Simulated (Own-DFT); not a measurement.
# Computed records: Hf36O71 (tetragonal hafnia with one neutral oxygen vacancy, atoms displaced)

Computed with Own-DFT development build. A calculation, not a measurement: plane-wave PBE and HSE06 DFT by an unreviewed code, no spin, of a simulated cell at Gamma alone, so results move with cell size and shape, stress positive in tension, energies less offsets, not probed for a lower state with spin; hafnium file: forces about 75 meV/angstrom off all-electron values; oxygen file: force components 24 meV/angstrom off all-electron in a glass; k mesh not checked against a denser one; forces and stress are PBE's, HSE06 gives the energy alone, and its difference from PBE has offsets of its own; offsets are fitted by least squares, one for each functional and potential file, so energies compare only between cells with the same atoms and settings and are not formation energies; the far tail of each file's local potential was reset to the Coulomb form; each entry is a single point on an unrelaxed cell, so the pressure reflects the starting lattice, taken from the Materials Project, from which strain is counted, and rises with the displacements; printed positions are rounded, which can move forces by about a meV/angstrom; the program is a retired in-house code; no spin-orbit coupling.

Common to all runs: first functional PBE; second functional HSE06; exact exchange share 0.25; screening 0.11 1/bohr; exchange divergence Gygi-Baldereschi; potential files PseudoDojo norm-conserving, scalar-relativistic, made for PBE, standard set; wave cutoff 48 hartree; occupations fixed; k mesh 1 x 1 x 1 centred on Gamma.

```yaml
- entry: 1
  formula: Hf36O71
  kind: "tetragonal hafnia with one neutral oxygen vacancy, atoms displaced"
  structure:
    cell_angstrom: [[10.78, 0.0, 0.0], [0.0, 10.78, 0.0], [0.0, 0.0, 10.4493]]
    atoms_fractional:
      - [Hf, 0.99915, 0.99732, 0.00568]
      - [Hf, 0.17067, 0.16803, 0.24862]
      - [O, 0.00042, 0.16267, 0.15269]
      - [O, 0.16661, 0.99914, 0.35024]
      - [O, 0.00217, 0.16943, 0.3994]
      - [O, 0.16256, 0.00058, 0.0913]
      - [Hf, 0.99892, 0.99769, 0.49963]
      - [Hf, 0.16967, 0.16874, 0.74458]
      - [O, 0.99648, 0.16894, 0.64754]
      - [O, 0.16624, 0.00684, 0.85342]
      - [O, 0.00277, 0.16477, 0.90327]
      - [O, 0.16901, 0.00356, 0.59584]
      - [Hf, 0.00168, 0.33326, 0.00087]
      - [Hf, 0.16887, 0.51015, 0.25085]
      - [O, 0.99813, 0.50171, 0.15057]
      - [O, 0.16655, 0.33244, 0.3474]
      - [O, 0.9976, 0.50559, 0.39877]
      - [O, 0.16302, 0.33028, 0.09582]
      - [Hf, 0.0026, 0.33506, 0.50004]
      - [Hf, 0.16865, 0.494, 0.75246]
      - [O, 0.99877, 0.50102, 0.65446]
      - [O, 0.16222, 0.3352, 0.84941]
      - [O, 0.99723, 0.49537, 0.90891]
      - [O, 0.16647, 0.33435, 0.59452]
      - [Hf, 0.00082, 0.66543, 0.99534]
      - [Hf, 0.17113, 0.84244, 0.24716]
      - [O, 0.99959, 0.8349, 0.15342]
      - [O, 0.16298, 0.66667, 0.34741]
      - [O, 0.00147, 0.83561, 0.39922]
      - [O, 0.16565, 0.6694, 0.09552]
      - [Hf, 0.0001, 0.66864, 0.50294]
      - [Hf, 0.1645, 0.83207, 0.74597]
      - [O, 0.0038, 0.83271, 0.65382]
      - [O, 0.16472, 0.66507, 0.84833]
      - [O, 0.00323, 0.82934, 0.90153]
      - [O, 0.1684, 0.66533, 0.59666]
      - [Hf, 0.337, 0.99927, 0.99815]
      - [Hf, 0.49885, 0.17105, 0.24915]
      - [O, 0.33468, 0.16642, 0.15057]
      - [O, 0.50138, 0.0012, 0.34567]
      - [O, 0.33973, 0.16426, 0.40087]
      - [Hf, 0.33557, 0.00387, 0.50679]
      - [Hf, 0.49791, 0.16804, 0.75591]
      - [O, 0.34002, 0.16629, 0.65135]
      - [O, 0.49805, 0.00165, 0.84668]
      - [O, 0.33441, 0.16604, 0.89674]
      - [O, 0.49865, 0.99571, 0.60022]
      - [Hf, 0.33185, 0.33303, 0.00044]
      - [Hf, 0.50292, 0.50486, 0.24426]
      - [O, 0.33695, 0.50411, 0.149]
      - [O, 0.49789, 0.33155, 0.34718]
      - [O, 0.33338, 0.49551, 0.40201]
      - [O, 0.50209, 0.33395, 0.09983]
      - [Hf, 0.33104, 0.33459, 0.50312]
      - [Hf, 0.50614, 0.5023, 0.75297]
      - [O, 0.33252, 0.50427, 0.65204]
      - [O, 0.502, 0.33849, 0.85245]
      - [O, 0.33029, 0.50002, 0.90331]
      - [O, 0.50635, 0.33357, 0.5934]
      - [Hf, 0.33329, 0.6703, 0.00042]
      - [Hf, 0.49978, 0.8293, 0.25432]
      - [O, 0.34177, 0.83384, 0.1533]
      - [O, 0.49974, 0.66303, 0.34911]
      - [O, 0.33229, 0.83333, 0.40252]
      - [O, 0.49981, 0.66988, 0.09826]
      - [Hf, 0.33212, 0.66721, 0.5049]
      - [Hf, 0.50347, 0.83146, 0.74664]
      - [O, 0.33435, 0.8338, 0.65355]
      - [O, 0.50044, 0.66958, 0.85459]
      - [O, 0.33419, 0.83178, 0.90549]
      - [O, 0.50366, 0.66836, 0.59658]
      - [Hf, 0.66669, 0.00082, 0.00315]
      - [Hf, 0.83046, 0.16647, 0.24931]
      - [O, 0.66664, 0.165, 0.15162]
      - [O, 0.83374, 0.99399, 0.35103]
      - [O, 0.66438, 0.16495, 0.40541]
      - [O, 0.83103, 0.99695, 0.09137]
      - [Hf, 0.66672, 0.99617, 0.50061]
      - [Hf, 0.82955, 0.16931, 0.75109]
      - [O, 0.66428, 0.16835, 0.64467]
      - [O, 0.83355, 0.99882, 0.84587]
      - [O, 0.66974, 0.1677, 0.90571]
      - [O, 0.83497, 0.99578, 0.59735]
      - [Hf, 0.66682, 0.33272, 0.99879]
      - [Hf, 0.83614, 0.50252, 0.24941]
      - [O, 0.66599, 0.49782, 0.14994]
      - [O, 0.83303, 0.3323, 0.34434]
      - [O, 0.66899, 0.49768, 0.40385]
      - [O, 0.83602, 0.33622, 0.09617]
      - [Hf, 0.6649, 0.3315, 0.50165]
      - [Hf, 0.83212, 0.49462, 0.74745]
      - [O, 0.66387, 0.49697, 0.65144]
      - [O, 0.83092, 0.33129, 0.84686]
      - [O, 0.66776, 0.4963, 0.90284]
      - [O, 0.8353, 0.33126, 0.59992]
      - [Hf, 0.67013, 0.66545, 7.0e-05]
      - [Hf, 0.83417, 0.83379, 0.25534]
      - [O, 0.66751, 0.83056, 0.14464]
      - [O, 0.83727, 0.66661, 0.34911]
      - [O, 0.66569, 0.83021, 0.40405]
      - [O, 0.83297, 0.66465, 0.09559]
      - [Hf, 0.66414, 0.66716, 0.50389]
      - [Hf, 0.82912, 0.83283, 0.75171]
      - [O, 0.6638, 0.83565, 0.65364]
      - [O, 0.83539, 0.6694, 0.84817]
      - [O, 0.66588, 0.83363, 0.89667]
      - [O, 0.83492, 0.67056, 0.59392]
  results:
    "PBE_energy_of_cell_above_offsets [eV]": "-100.646"
    "HSE06_less_PBE_above_offsets [eV]": "-0.132"
    "PBE_pressure [GPa]": 0.81
    "PBE_stress_xx [GPa]": -1.59
    "PBE_stress_yy [GPa]": 0.46
    "PBE_stress_zz [GPa]": -1.3
    "PBE_stress_yz [GPa]": -0.12
    "PBE_stress_xz [GPa]": 0.26
    "PBE_stress_xy [GPa]": 0.06
    force_element: [Hf, Hf, O, O, O, O, Hf, Hf, O, O, O, O, Hf, Hf, O, O, O, O, Hf, Hf, O, O, O, O, Hf, Hf, O, O, O, O, Hf, Hf, O, O, O, O, Hf, Hf, O, O, O, Hf, Hf, O, O, O, O, Hf, Hf, O, O, O, O, Hf, Hf, O, O, O, O, Hf, Hf, O, O, O, O, Hf, Hf, O, O, O, O, Hf, Hf, O, O, O, O, Hf, Hf, O, O, O, O, Hf, Hf, O, O, O, O, Hf, Hf, O, O, O, O, Hf, Hf, O, O, O, O, Hf, Hf, O, O, O, O]
    "force_x [eV/angstrom]": [-0.207, -1.219, -0.329, 0.175, -0.194, 1.986, 0.096, -1.425, 0.737, 0.311, -0.466, -0.363, -0.57, -0.39, 1.032, 0.184, 0.252, 1.3, -1.043, -0.12, 0.344, 0.563, -0.074, 0.266, -0.205, -0.619, 0.019, 0.553, 0.01, 0.429, 0.062, 0.333, -0.67, 0.048, -0.019, -0.33, 0.009, 0.37, -0.086, 0.156, -0.668, 0.162, 0.982, -0.818, 0.026, 0.17, 0.596, 0.337, -0.159, -0.78, 0.245, -0.372, -0.632, 1.485, -1.063, 0.707, -0.22, -0.024, -2.089, 0.138, 0.9, -1.207, 0.039, 0.128, 0.429, 0.172, -0.731, -0.25, 0.078, -0.21, -0.92, -0.765, 0.868, -0.074, -0.208, 0.462, 0.021, -0.097, 0.624, 0.137, -0.081, -0.307, -0.441, 0.308, -0.165, 0.401, 0.093, -0.06, -0.65, 0.853, 0.297, 0.884, -0.037, 0.043, -0.288, -0.424, 0.113, -0.247, -0.319, -0.063, 0.225, 1.076, 0.691, 0.764, -0.315, 0.105, -0.773]
    "force_y [eV/angstrom]": [0.387, 0.137, -0.099, 0.67, -0.622, -0.5, 1.016, -1.147, -0.014, -0.959, 0.461, 0.096, -1.069, -1.195, 0.069, 0.5, -0.883, -0.008, -0.448, 1.524, -0.046, -0.836, 0.73, -0.071, -0.067, -0.899, 0.094, 1.045, -0.481, -0.066, 0.041, 0.491, 0.042, -0.201, 0.812, 0.285, 0.049, -0.436, -0.357, -0.584, 0.481, -0.586, 0.109, 0.339, -0.336, 0.798, 0.039, 0.226, -1.21, -0.234, 0.972, 1.034, -0.19, -0.119, 0.082, -0.466, -0.663, -0.161, 0.287, -0.77, 0.667, 0.709, 0.279, -0.046, -0.457, -0.275, 0.551, -0.36, -0.871, 0.718, 0.027, -0.66, 0.275, -0.331, 1.274, -0.253, 0.218, 0.969, -0.887, -0.409, 0.196, -0.354, -0.131, 0.104, -0.423, 0.377, -0.018, 0.784, -0.444, -0.248, 0.349, 0.52, 0.451, 0.881, 0.596, 0.73, -0.813, 0.505, 0.463, 0.002, -0.038, -0.919, 0.613, -0.256, -1.109, 0.025, -0.062]
    "force_z [eV/angstrom]": [-1.687, 0.445, 0.314, -0.574, 0.546, 1.482, -0.271, 1.148, 0.612, -1.658, -0.071, 0.62, 0.135, -0.376, 0.484, -0.152, 0.725, 0.335, -1.069, 0.114, -0.025, -0.465, -1.199, 1.043, 0.565, 0.244, 0.156, 0.05, 0.598, 0.398, -0.992, 1.656, -0.579, -0.603, -0.022, 0.242, -0.136, 0.461, -0.454, -0.51, 0.416, -1.428, -0.38, -0.187, 0.371, 0.409, -0.067, 0.246, 0.685, 0.303, -0.189, 0.305, -0.413, -1.514, 0.312, 0.297, -0.573, -0.121, 1.082, -0.002, -0.327, -0.27, 0.27, 0.313, 0.212, -1.017, 1.218, -0.061, -1.055, -0.263, 0.911, -0.379, 0.362, 0.01, -0.22, -0.544, 1.154, -0.105, -0.454, 1.499, -0.232, -0.681, -0.047, 0.905, 0.073, 0.037, 0.053, 0.073, 0.03, -1.063, 0.515, 0.264, -0.039, -0.598, -0.132, 0.102, -1.108, 1.074, -0.268, -0.221, 0.19, -1.352, 0.198, -0.716, -0.415, 0.324, 0.706]
- entry: 2
  formula: Hf36O71
  kind: "tetragonal hafnia with one neutral oxygen vacancy, atoms displaced"
  structure:
    cell_angstrom: [[10.78, 0.0, 0.0], [0.0, 10.78, 0.0], [0.0, 0.0, 10.4493]]
    atoms_fractional:
      - [Hf, 0.99261, 0.00278, 0.01061]
      - [Hf, 0.16327, 0.16703, 0.25079]
      - [O, 0.99911, 0.15608, 0.14891]
      - [O, 0.17088, 0.99521, 0.34093]
      - [O, 0.99357, 0.17653, 0.40045]
      - [O, 0.1661, 0.00596, 0.09131]
      - [Hf, 0.99781, 0.99788, 0.50473]
      - [Hf, 0.17946, 0.16527, 0.74711]
      - [O, 0.00191, 0.16291, 0.64875]
      - [O, 0.17094, 0.99963, 0.85451]
      - [O, 0.0056, 0.16949, 0.89098]
      - [O, 0.17021, 0.00429, 0.58863]
      - [Hf, 0.00506, 0.33771, 0.0107]
      - [Hf, 0.17224, 0.50081, 0.25485]
      - [O, 0.99487, 0.50313, 0.14993]
      - [O, 0.17266, 0.33583, 0.3486]
      - [O, 0.00114, 0.50049, 0.39719]
      - [O, 0.16995, 0.33127, 0.09553]
      - [Hf, 0.00545, 0.33892, 0.49502]
      - [Hf, 0.17668, 0.50201, 0.744]
      - [O, 0.00033, 0.4939, 0.64985]
      - [O, 0.17138, 0.32722, 0.845]
      - [O, 0.99867, 0.50324, 0.90464]
      - [O, 0.16496, 0.33552, 0.59304]
      - [Hf, 0.01153, 0.66916, 0.00079]
      - [Hf, 0.17544, 0.8301, 0.25556]
      - [O, 0.99512, 0.83043, 0.15425]
      - [O, 0.16159, 0.66149, 0.34656]
      - [O, 0.00385, 0.82601, 0.39207]
      - [O, 0.16855, 0.65992, 0.10239]
      - [Hf, 0.00148, 0.66604, 0.50902]
      - [Hf, 0.16841, 0.82774, 0.74986]
      - [O, 0.00196, 0.83413, 0.65424]
      - [O, 0.16405, 0.67118, 0.855]
      - [O, 0.00802, 0.83209, 0.91147]
      - [O, 0.16859, 0.66313, 0.59405]
      - [Hf, 0.32741, 2.0e-05, 0.99918]
      - [Hf, 0.48902, 0.16078, 0.25107]
      - [O, 0.34054, 0.15852, 0.15172]
      - [O, 0.50218, 0.99093, 0.35415]
      - [O, 0.33271, 0.17434, 0.40321]
      - [O, 0.50115, 0.00258, 0.09531]
      - [Hf, 0.32804, 0.002, 0.49948]
      - [Hf, 0.49856, 0.16513, 0.74695]
      - [O, 0.32922, 0.16405, 0.65829]
      - [O, 0.50723, 0.00451, 0.85085]
      - [O, 0.33771, 0.16443, 0.90601]
      - [O, 0.5016, 0.00385, 0.59775]
      - [Hf, 0.32976, 0.33582, 0.99922]
      - [Hf, 0.50688, 0.49927, 0.24242]
      - [O, 0.33604, 0.50537, 0.15389]
      - [O, 0.49904, 0.33091, 0.34903]
      - [O, 0.33118, 0.49301, 0.39669]
      - [O, 0.50463, 0.32744, 0.10973]
      - [Hf, 0.33409, 0.33608, 0.50308]
      - [Hf, 0.49481, 0.50404, 0.75508]
      - [O, 0.33956, 0.50622, 0.66247]
      - [O, 0.5057, 0.32698, 0.84336]
      - [O, 0.33278, 0.49885, 0.90581]
      - [O, 0.49375, 0.32665, 0.60274]
      - [Hf, 0.33301, 0.66651, 0.99703]
      - [Hf, 0.49504, 0.82547, 0.24546]
      - [O, 0.3275, 0.82571, 0.15687]
      - [O, 0.50145, 0.66588, 0.35336]
      - [O, 0.33988, 0.83356, 0.39727]
      - [O, 0.50323, 0.66332, 0.09632]
      - [Hf, 0.33373, 0.66717, 0.51134]
      - [Hf, 0.50393, 0.83387, 0.74762]
      - [O, 0.33675, 0.83138, 0.64764]
      - [O, 0.5027, 0.67339, 0.84531]
      - [O, 0.33205, 0.84281, 0.91111]
      - [O, 0.50167, 0.66574, 0.59979]
      - [Hf, 0.67187, 0.00153, 0.00444]
      - [Hf, 0.83983, 0.17135, 0.24755]
      - [O, 0.67073, 0.16787, 0.1444]
      - [O, 0.83278, 0.99533, 0.34683]
      - [O, 0.66733, 0.16856, 0.40732]
      - [O, 0.82939, 0.99982, 0.09637]
      - [Hf, 0.65475, 0.00338, 0.4951]
      - [Hf, 0.83662, 0.16367, 0.74921]
      - [O, 0.66463, 0.16094, 0.6527]
      - [O, 0.83279, 0.99432, 0.85197]
      - [O, 0.67314, 0.17187, 0.90474]
      - [O, 0.83172, 0.99871, 0.59185]
      - [Hf, 0.66881, 0.3333, 0.9993]
      - [Hf, 0.831, 0.48949, 0.24837]
      - [O, 0.66289, 0.49894, 0.15175]
      - [O, 0.83572, 0.33943, 0.34778]
      - [O, 0.66489, 0.49896, 0.39782]
      - [O, 0.83562, 0.33223, 0.10315]
      - [Hf, 0.66254, 0.32356, 0.49589]
      - [Hf, 0.82595, 0.50142, 0.75457]
      - [O, 0.65989, 0.50434, 0.64583]
      - [O, 0.83737, 0.3279, 0.84837]
      - [O, 0.66308, 0.49507, 0.90389]
      - [O, 0.83737, 0.32373, 0.59896]
      - [Hf, 0.6627, 0.66981, 0.00188]
      - [Hf, 0.83472, 0.83922, 0.24221]
      - [O, 0.67391, 0.83865, 0.16113]
      - [O, 0.83218, 0.66156, 0.34659]
      - [O, 0.66654, 0.84161, 0.41343]
      - [O, 0.83918, 0.66594, 0.0976]
      - [Hf, 0.66546, 0.66118, 0.49281]
      - [Hf, 0.82971, 0.84153, 0.74994]
      - [O, 0.83514, 0.66185, 0.84369]
      - [O, 0.66823, 0.84422, 0.90382]
      - [O, 0.83752, 0.67203, 0.59998]
  results:
    "PBE_energy_of_cell_above_offsets [eV]": "-95.231"
    "HSE06_less_PBE_above_offsets [eV]": "0.151"
    "PBE_pressure [GPa]": 2.75
    "PBE_stress_xx [GPa]": -4.59
    "PBE_stress_yy [GPa]": -0.8
    "PBE_stress_zz [GPa]": -2.85
    "PBE_stress_yz [GPa]": -0.59
    "PBE_stress_xz [GPa]": 1.0
    "PBE_stress_xy [GPa]": 0.13
    force_element: [Hf, Hf, O, O, O, O, Hf, Hf, O, O, O, O, Hf, Hf, O, O, O, O, Hf, Hf, O, O, O, O, Hf, Hf, O, O, O, O, Hf, Hf, O, O, O, O, Hf, Hf, O, O, O, O, Hf, Hf, O, O, O, O, Hf, Hf, O, O, O, O, Hf, Hf, O, O, O, O, Hf, Hf, O, O, O, O, Hf, Hf, O, O, O, O, Hf, Hf, O, O, O, O, Hf, Hf, O, O, O, O, Hf, Hf, O, O, O, O, Hf, Hf, O, O, O, O, Hf, Hf, O, O, O, O, Hf, Hf, O, O, O]
    "force_x [eV/angstrom]": [1.797, 0.956, 0.521, 0.116, 0.846, -0.435, -1.033, -4.945, 0.824, 0.251, -0.665, -0.782, -1.708, -1.034, 1.598, -0.751, 0.317, 0.134, -1.88, -4.01, 0.525, 0.837, 0.759, 1.669, -2.547, -3.233, 2.287, 1.114, 0.206, 0.997, -2.087, -0.604, 0.755, 1.369, -0.14, 0.334, 0.965, 2.885, -2.926, -0.617, -0.071, -0.309, 1.863, 1.348, 2.505, -0.457, -0.293, -2.088, 1.785, -1.163, 0.129, 0.238, 0.053, -1.213, 0.342, 3.882, -1.094, -0.716, 0.201, 0.424, -0.636, 1.117, 1.85, -0.021, -0.923, -0.926, 1.674, 1.335, -0.82, -0.467, 0.241, -0.515, -2.423, -2.095, -0.02, 0.702, 0.179, 1.197, 1.883, 0.368, 0.234, 0.584, 0.114, -0.138, -0.279, 0.573, 1.405, -0.433, -0.303, 0.313, 0.547, 0.785, 0.357, -0.383, -0.062, -0.958, 3.369, 1.235, -3.039, -0.655, -0.08, -1.761, 1.504, -0.726, -0.71, -0.15, -1.083]
    "force_y [eV/angstrom]": [-0.306, -0.464, 0.889, 1.787, -1.924, -0.108, 0.16, -0.788, -0.774, -0.465, -0.514, -0.509, 0.389, 0.57, -1.229, -1.218, 0.141, -0.334, 0.291, -1.47, 0.814, 2.058, -1.074, 0.407, -0.582, -1.003, 0.821, 0.791, 0.935, 0.224, -0.142, 2.316, 0.301, -1.184, 1.012, -0.086, 1.715, 0.494, 0.556, 1.238, -1.603, -0.898, -0.323, -0.506, -0.125, -0.917, 1.057, -0.566, -1.717, -1.191, -0.313, 0.145, 1.537, 0.706, -0.184, -1.215, 0.044, 1.713, 0.69, 0.326, 0.871, 1.149, -0.034, -0.073, -0.627, 0.732, 0.36, 1.94, -0.191, -0.719, -3.255, 0.56, 1.932, -0.72, -0.22, 1.903, -0.692, 0.049, -0.308, 1.112, 0.509, 1.245, -1.052, -0.74, -1.681, 3.685, 0.238, -2.158, -1.093, -0.113, 2.12, -1.115, -0.282, 1.393, 1.676, 0.35, 0.027, -2.341, -0.717, 0.452, -2.524, 0.198, 0.741, -1.91, 1.676, -2.775, 0.029]
    "force_z [eV/angstrom]": [-2.836, 0.101, 0.248, 0.62, -0.884, 1.476, -1.233, 2.382, -0.106, -2.146, 2.21, 0.943, -3.139, -0.404, 0.365, -0.653, 0.594, 1.138, 1.185, 1.61, 0.603, -0.019, -0.046, 0.954, 0.852, 0.208, -0.821, 0.687, 2.244, -0.37, -2.699, 1.328, -0.125, -1.201, -0.888, 1.905, 0.33, -0.058, 0.119, -1.159, 0.086, 0.769, -1.0, 0.965, -2.188, -1.134, -0.282, 0.587, 0.146, 2.107, -0.835, 0.189, 1.676, -1.56, -1.397, 0.223, -2.015, 0.774, -0.814, -0.535, 1.263, 1.355, -1.427, -0.867, 0.909, 0.307, -2.836, 0.169, 0.431, 0.901, -1.257, 0.211, -0.845, 0.952, 1.831, -0.366, -1.749, 1.3, 0.766, -0.092, -0.003, -0.045, -0.348, 0.978, 0.369, -0.163, -1.069, 0.607, -0.043, -0.112, 1.704, -0.866, 0.924, 0.19, -0.365, -0.775, -0.609, 2.718, -1.428, -0.015, 0.006, -1.197, 0.154, -0.364, 0.242, -0.285, -0.233]
```
